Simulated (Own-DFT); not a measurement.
# What random displacements cost in 3C SiC, 64 atoms (C32Si32)

Calculated results; nothing here was measured. They come from Own-DFT, an in-house plane-wave density functional program, since retired, whose code no person has reviewed. Each row is one single-point run on a periodic cell that was not relaxed, without spin or spin-orbit coupling.

Settings of every run: PBE; PseudoDojo norm-conserving scalar-relativistic files; cutoff 42 hartree; 4 x 4 x 4 k mesh centred on Gamma; Fermi-Dirac smearing of 0.1 eV.

Known limits, some of them of some rows only: some atoms lie very close together; forces on such cells passed a denser k mesh, each cell not checked; stress not checked against mesh or cutoff.

Cell vectors in Å: (8.719, 0.000, 0.000); (0.000, 8.719, 0.000); (0.000, 0.000, 8.719). In each run every atom was moved at random and independently from its ideal site; u is the rms move along one axis. E is the free energy for each atom above the fitted value at u = 0, and F the rms of the force components.

| run | u (Å) | E (meV/atom) | F (eV/Å) | largest force (eV/Å) | P (GPa) |
|---|---|---|---|---|---|
| 1 | 0.0286 | 29.6 | 0.848 | 3.37 | 3.76 |
| 2 | 0.0321 | ? | ? | ? | ? |
| 3 | 0.0583 | 124.2 | 1.708 | 6.63 | 6.08 |
| 4 | 0.0603 | 122.1 | 1.677 | 6.41 | 5.60 |
| 5 | 0.0616 | 151.8 | 1.965 | 7.89 | 6.78 |
| 6 | 0.1041 | 382.6 | 3.015 | 10.45 | 11.61 |
| 7 | 0.1049 | 406.4 | 3.402 | 14.92 | 12.06 |
| 8 | 0.1583 | 843.0 | 4.590 | 21.44 | 22.47 |

## Worked fit

For small independent moves the energy grows as E = (3/2) K u², with K the mean stiffness felt by one atom. The runs with u up to 0.11 Å give K = 24.3 ± 0.9 eV/Å², with residuals divided by u² + 0.0006 Å², since the noise grows with the moves. The scatter is 6.3 meV/atom at u = 0.05 Å. The forces follow F = G u with G = 30.1 eV/Å²; no force at u = 0 is resolved. G exceeds K because the moves of its neighbours add to the force on an atom, and stiffness differs between atoms. At u = 0.158 Å the parabola gives 913 meV/atom and the run 843. The pressure follows P = 3.24 + 790 u² GPa: at fixed volume, shortened bonds push harder than stretched ones pull.

## Withheld run

Question: what energy and rms force should run 2 give?

The fit gives 37 ± 4 meV/atom and about 0.96 eV/Å. The calculation gave 38.5 meV/atom and 0.952 eV/Å.
